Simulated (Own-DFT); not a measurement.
GaP (zincblende, atoms displaced) (calculated)

All values are calculated (Own-DFT development build). A calculation, not a measurement: plane-wave PBE density functional theory by an unreviewed code, no spin, of a simulated periodic cell, stress positive in tension, free energy of the whole cell less one offset for each atom, forces on such cells passed a denser k mesh, this cell's mesh not checked; offsets are fitted by least squares, one for each functional and potential file, so energies compare only between cells with the same atoms and settings and are not formation energies; the far tail of each file's local potential was reset to the Coulomb form; each entry is a single point on an unrelaxed cell, so the pressure reflects the starting lattice, mostly measured values (interpolated for alloys), from which strain is counted, and rises with the displacements; printed positions are rounded, which can move forces by about a meV/angstrom; the program, named Own-DFT, is a retired in-house code; no spin-orbit coupling.

Settings shared by all entries: functional PBE; potential files PseudoDojo norm-conserving, scalar-relativistic, standard set; wave cutoff 42 hartree; occupations Fermi-Dirac; smearing width 0.1 eV; k mesh 2 x 3 x 3 centred on Gamma.

(1) 
```xyz
96
Lattice="16.3515 0.0000 0.0000 0.0000 10.9010 0.0000 0.0000 0.0000 10.9010" Properties=species:S:1:pos:R:3:force_x:R:1:force_y:R:1:force_z:R:1 formula=GaP free_energy_of_cell_above_offsets=-50.366 pressure=3.21 stress_xx=-3.25 stress_yy=-3.21 stress_zz=-3.16 stress_yz=-0.12 stress_xz=-0.06 stress_xy=-0.27
Ga    16.3482     0.0548    10.8662       0.26     -0.096      1.068
Ga    16.2343     2.6955     2.7864      1.066      1.061     -1.104
Ga     2.7514     0.0041     2.7238     -0.553      0.311      0.288
Ga     2.8064     2.7527     0.0147     -0.645     -0.298      0.173
P      1.3379     1.3839     1.4032      0.223      0.419     -0.287
P      1.3351     4.0377     4.1778     -0.284      0.557     -1.036
P      4.0743     1.4048     4.1170      0.497     -0.527     -0.257
P      4.1335     4.1115     1.4137      0.197      -1.18      -0.29
Ga    16.3366    10.8809     5.4039     -0.379      0.345      0.644
Ga    16.3264     2.7358     8.2335     -0.048     -0.802     -0.008
Ga     2.7063     0.0801     8.1988      0.218     -1.283     -0.209
Ga     2.7198     2.7262     5.4259     -0.191     -0.352      0.688
P      1.3548     1.3158     6.8096     -0.387       0.71     -0.059
P      1.3613     4.1158     9.5377       0.38     -0.575      0.202
P      4.1351     1.3556     9.5117     -0.217      0.204      0.614
P      4.0044     4.1242     6.7749      1.045     -0.454      0.208
Ga     0.0837     5.5023    10.8737     -0.638     -0.267      0.654
Ga    16.3415     8.2401     2.7730     -0.022     -1.223     -0.367
Ga     2.8177     5.3494     2.7590     -1.018      0.798      0.607
Ga     2.7199     8.1675     0.0087      0.526       0.17      0.146
P      1.4361     6.7926     1.3824     -0.288       0.03      0.709
P      1.2773     9.5655     4.0884      1.641     -0.184     -0.096
P      4.1788     6.8238     4.0553     -1.109     -0.335      0.344
P      4.0922     9.6573     1.3310      0.381     -1.181      0.008
Ga     0.0344     5.4997     5.4943     -0.922       -1.1     -0.518
Ga    16.3302     8.2004     8.1192      0.423     -0.232      1.363
Ga     2.7252     5.4203     8.1818     -0.528      0.796     -0.487
Ga     2.7133     8.1663     5.4266     -0.058     -0.023     -0.282
P      1.2589     6.8430     6.7453      1.761       0.26      1.254
P      1.3605     9.5835     9.6754      0.128     -0.472     -1.753
P      4.0884     6.8342     9.4725     -0.312     -0.362      0.854
P      4.1361     9.5182     6.7151     -0.762      0.005      1.442
Ga     5.5360     0.0190    10.8541     -0.529      0.084      0.388
Ga     5.5129     2.6902     2.7349     -0.294      0.161      0.289
Ga     8.1815     0.0266     2.6266      0.359     -1.295      0.914
Ga     8.2393     2.7157     0.0617     -1.361     -0.339      -0.91
P      6.8422     1.3171     1.4052     -0.397      0.854     -1.101
P      6.8923     4.0516     4.1098     -0.867      0.087     -0.229
P      9.6118     1.2518     3.9842     -0.779      0.595      1.264
P      9.4625     4.0537     1.3275      1.419      0.608      0.657
Ga     5.4769    10.8949     5.4866     -0.146      0.777     -0.195
Ga     5.4457     2.7562     8.2628     -0.343      0.184     -1.305
Ga     8.1109    10.8980     8.1998      0.698      0.155      0.245
Ga     8.1821     2.7098     5.4115      0.501     -1.123      0.355
P      6.7912     1.3776     6.8808     -0.052      0.226     -0.583
P      6.7943     4.1069     9.4893      0.353     -0.233      1.344
P      9.5574     1.4694     9.5469      0.265       -1.7     -0.008
P      9.5151     4.0350     6.8112       0.14      0.534     -0.238
Ga     5.3913     5.3851     0.0165      0.759      1.049     -0.457
Ga     5.4512     8.1863     2.7435      0.226      0.375       -0.9
Ga     8.1812     5.3622     2.7225      0.341      0.802      0.243
Ga     8.1819     8.2419    10.8835     -0.021     -1.111      0.821
P      6.8535     6.7468     1.4126     -0.474      0.697     -0.637
P      6.7519     9.5585     4.1162      0.937      0.193     -0.748
P      9.5506     6.8059     4.0956     -0.135      0.075     -0.167
P      9.5807     9.5191     1.3177     -0.249     -0.008      0.549
Ga     5.4681     5.4284     5.4063      0.261      0.238      0.723
Ga     5.4677     8.1552     8.1966     -0.327      0.213     -0.751
Ga     8.2361     5.4214     8.2636     -0.339      0.246     -0.959
Ga     8.1330     8.1852     5.4231      0.214     -0.127       0.11
P      6.8437     6.8335     6.8734      0.168     -0.687     -0.414
P      6.7783     9.4597     9.5831      0.311       0.77     -0.639
P      9.5008     6.8149     9.5822      0.637      0.082      0.051
P      9.5360     9.6105     6.7318     -0.989     -1.624      1.978
Ga    11.0042    10.7842     0.0144     -1.036      1.385     -0.076
Ga    10.8434     2.7422     2.7714      0.346      0.062     -0.713
Ga    13.5833     0.0052     2.7504      0.537     -0.207     -0.845
Ga    13.5487     2.8360     0.0781     -0.263     -1.188     -0.446
P     12.1946     1.3272     1.3996      0.365      0.615     -0.123
P     12.2753     4.1359     3.9854     -0.519     -0.867      1.537
P     14.9870     1.3408     4.0101     -0.702     -0.468      1.478
P     14.9002     4.1240     1.3593      1.356      0.365        0.3
Ga    10.8453    10.8125     5.4967      1.498      1.451     -0.982
Ga    10.9001     2.7281     8.1187      0.275     -0.166      0.056
Ga    13.6451     0.0343     8.2415     -0.026     -0.804     -0.896
Ga    13.6373     2.6869     5.4535      0.161      0.626     -0.584
P     12.3240     1.3633     6.7982      -0.81     -0.546      0.159
P     12.2541     4.1093     9.4734     -0.376     -0.614      0.519
P     14.9086     1.2834     9.6406      0.263      1.866     -0.273
P     14.9974     4.0649     6.8581     -0.041      0.167     -0.459
Ga    10.9225     5.3984    10.8804     -0.366      0.386      0.296
Ga    10.9636     8.2127     2.7647     -0.512     -0.481     -0.307
Ga    13.6297     5.4700     2.7869      0.138      0.504     -0.932
Ga    13.6887     8.1374    10.8557     -0.079      0.106      1.292
P     12.2384     6.7939     1.3694      0.425      0.216     -0.086
P     12.2976     9.5610     4.1017     -0.414     -0.125      0.306
P     14.9709     6.7783     4.1333      0.291       0.48     -0.293
P     15.0877     9.5426     1.3660     -1.255      0.115     -0.171
Ga    10.9034     5.4510     5.4776     -0.398     -0.589     -0.519
Ga    10.9286     8.1648     8.2540     -0.161      0.029     -0.753
Ga    13.6232     5.4113     8.2147      0.455      0.166     -0.464
Ga    13.5360     8.1288     5.4276      0.668     -0.093      0.545
P     12.2651     6.6923     6.8134     -0.013      1.209      0.599
P     12.3295     9.5257     9.6167      0.078     -0.387     -1.235
P     14.9569     6.7608     9.5635      0.831      0.303     -0.764
P     15.0302     9.4723     6.8031     -1.387       1.01     -0.372
```

Units: free_energy_of_cell_above_offsets in eV; pressure, stress_xx, stress_yy, stress_zz, stress_yz, stress_xz, stress_xy in GPa; force_x, force_y, force_z in eV/Å.

(2) 
```xyz
96
Lattice="16.3515 0.0000 0.0000 0.0000 10.9010 0.0000 0.0000 0.0000 10.9010" Properties=species:S:1:pos:R:3:force_x:R:1:force_y:R:1:force_z:R:1 formula=GaP free_energy_of_cell_above_offsets=-49.688 pressure=3.32 stress_xx=-3.28 stress_yy=-3.3 stress_zz=-3.39 stress_yz=0.26 stress_xz=-0.16 stress_xy=-0.22
Ga     0.0297     0.0072    10.8207     -0.109      -0.12      0.495
Ga    16.3310     2.7489     2.7892      0.026      0.044     -0.185
Ga     2.6820    10.7829     2.6914      1.303      1.436     -0.454
Ga     2.7677     2.6976    10.8788     -0.457     -0.045      0.263
P      1.3056     1.3334     1.4601       0.42      0.249     -1.155
P      1.4138     4.0766     4.0963     -1.041      0.312      0.398
P      4.1926     1.3602     4.0089     -1.717       0.17      0.143
P      4.0610     4.1086     1.3838      0.445     -0.755     -0.081
Ga     0.0830     0.1099     5.4290     -1.701     -1.212     -0.486
Ga     0.0201     2.7328     8.2386     -0.667      0.036     -0.696
Ga     2.7095     0.0640     8.0786      0.303     -1.171      0.629
Ga     2.7629     2.7875     5.4554      0.188     -1.057     -0.209
P      1.3329     1.3091     6.8001      0.651      1.995      0.247
P      1.3357     4.1799     9.5299      0.814     -1.497     -0.037
P      4.0807     1.2867     9.4838     -0.116      1.103      0.022
P      4.0524     4.1270     6.8215      0.497      0.143      0.047
Ga     0.0712     5.4277    10.8901     -1.321      0.371      0.708
Ga     0.0200     8.1863     2.7331      0.162      0.345      -0.48
Ga     2.6299     5.3887     2.6753      1.272      0.481      0.772
Ga     2.7045     8.1672     0.0588      0.448      0.488     -0.895
P      1.4218     6.7674     1.3391      -0.97      0.593      0.392
P      1.4403     9.6136     4.0813     -1.376      -1.01      0.612
P      4.1655     6.7852     4.1233     -1.421      0.523     -0.663
P      4.1471     9.5128     1.3908     -1.176      0.662     -1.112
Ga    16.2931     5.4900     5.4754      0.707      0.028     -0.254
Ga     0.0755     8.1264     8.1574     -1.522      0.711     -0.061
Ga     2.7054     5.4826     8.1874      0.762     -0.119      0.269
Ga     2.6510     8.2022     5.4581      1.151     -0.455      0.482
P      1.3744     6.7883     6.9091     -0.093      0.044     -1.683
P      1.3386     9.5273     9.4540      0.876       0.27      0.728
P      4.1222     6.8265     9.5374     -0.951     -0.522      0.658
P      4.1506     9.5110     6.9105     -0.901      0.799     -1.798
Ga     5.4050     0.0308    10.8849      0.867     -0.253      0.259
Ga     5.5539     2.7358     2.7658     -0.496     -0.227     -1.217
Ga     8.1753    10.8673     2.7751      0.608      0.362     -1.187
Ga     8.1907     2.7682    10.8545      0.081     -0.488     -0.073
P      6.8891     1.3543     1.3502     -0.469      0.093     -0.268
P      6.7854     4.1177     4.0299       1.06     -0.232      1.187
P      9.5211     1.3752     4.0269      0.662      0.215      0.859
P      9.5379     4.0078     1.4358     -0.173      0.655     -0.407
Ga     5.4431     0.0327     5.3507      0.368     -0.701       0.88
Ga     5.4702     2.7082     8.0720     -1.273      1.225      1.682
Ga     8.1016    10.8224     8.1846      0.167       1.47     -0.194
Ga     8.2522     2.7142     5.5247     -1.133      -0.19     -0.776
P      6.6917     1.4308     6.8450      2.082     -1.737     -1.463
P      6.7828     4.1138     9.5108      0.024     -0.242     -0.054
P      9.6346     1.3308     9.5111     -1.895     -0.452      0.481
P      9.4652     4.0943     6.8569      1.251     -0.243      0.109
Ga     5.4096     5.4323     0.0214      0.242       0.02     -0.245
Ga     5.3869     8.2165     2.6815       1.24     -1.242      0.647
Ga     8.1629     5.4500     2.7423      0.053      0.505     -0.437
Ga     8.2811     8.1458     0.0814      -0.49      -0.01     -1.277
P      6.8273     6.8201     1.2574     -0.312     -0.147      1.165
P      6.8350     9.5687     3.9760      -0.44      -1.08      1.606
P      9.5404     6.8684     4.0896     -0.198     -0.988      0.053
P      9.5788     9.4876     1.3725      0.046      0.917      0.191
Ga     5.4968     5.4469     5.4116      0.061     -0.014      0.699
Ga     5.3550     8.1725     8.2356      1.887      -0.04     -0.166
Ga     8.2019     5.4942     8.1960     -0.793     -0.425     -0.143
Ga     8.2032     8.1196     5.5044     -0.374       0.89     -0.807
P      6.8810     6.8111     6.8085     -1.223     -0.064      0.428
P      6.8511     9.5583     9.5479     -0.683     -0.984      0.893
P      9.5473     6.7402     9.4947      0.714      0.935       0.89
P      9.4610     9.5566     6.8407      0.372      0.059     -0.464
Ga    10.9098     0.0141    10.8914     -0.235     -1.054     -0.116
Ga    10.9921     2.7940     2.7582     -0.195     -1.084     -0.378
Ga    13.5575     0.0077     2.6937      1.112     -0.161      0.225
Ga    13.6325     2.7229     0.0108     -0.067     -0.375      0.106
P     12.2423     1.2527     1.3261      0.156      1.728      0.397
P     12.2990     4.1753     4.0462     -0.163     -0.498      0.662
P     14.9407     1.4429     4.1027      0.498     -1.124     -0.551
P     14.9546     4.0858     1.4193      0.739     -0.013     -0.651
Ga    10.8587     0.0204     5.5097      0.235     -0.385     -0.857
Ga    10.8851     2.6218     8.2208      0.781      0.946      -1.25
Ga    13.5710     0.1392     8.2372     -0.165     -2.295     -1.021
Ga    13.6841     2.8026     5.3776     -0.958     -0.112      0.791
P     12.3113     1.3014     6.7995     -0.617      1.541     -0.621
P     12.2387     4.0411     9.5534      0.113     -0.212      -0.13
P     14.9200     1.2857     9.4953      1.451      1.785      1.206
P     14.9320     4.1521     6.7699      0.268     -0.365      1.105
Ga    10.8688     5.3307     0.0082      0.171      0.753      0.368
Ga    10.8658     8.0777     2.6738      1.084      0.722      0.266
Ga    13.6639     5.4710     2.7490      0.087       0.74     -0.416
Ga    13.6564     8.2087    10.8134      0.101     -0.276      0.786
P     12.3188     6.8157     1.3443      -0.33     -0.408     -0.486
P     12.3371     9.5339     4.0552     -1.618     -0.146      0.194
P     15.0088     6.8791     4.0792     -0.096     -0.318      0.271
P     15.0020     9.5721     1.3161      0.091     -0.128      0.267
Ga    10.8567     5.3965     5.4222     -0.226      0.325       0.27
Ga    10.8621     8.2581     8.1591       0.03      -0.69      0.174
Ga    13.5559     5.4756     8.2559      0.114      0.226     -0.638
Ga    13.5778     8.1891     5.4494      0.235     -0.143      0.257
P     12.1536     6.8232     6.7852      0.578     -0.075      0.262
P     12.2745     9.5190     9.5279     -0.281      0.589     -0.186
P     15.0248     6.8124     9.5537      0.026     -0.205     -0.185
P     14.9382     9.5515     6.7882      0.765      0.281      0.406
```

Units: free_energy_of_cell_above_offsets in eV; pressure, stress_xx, stress_yy, stress_zz, stress_yz, stress_xz, stress_xy in GPa; force_x, force_y, force_z in eV/Å.
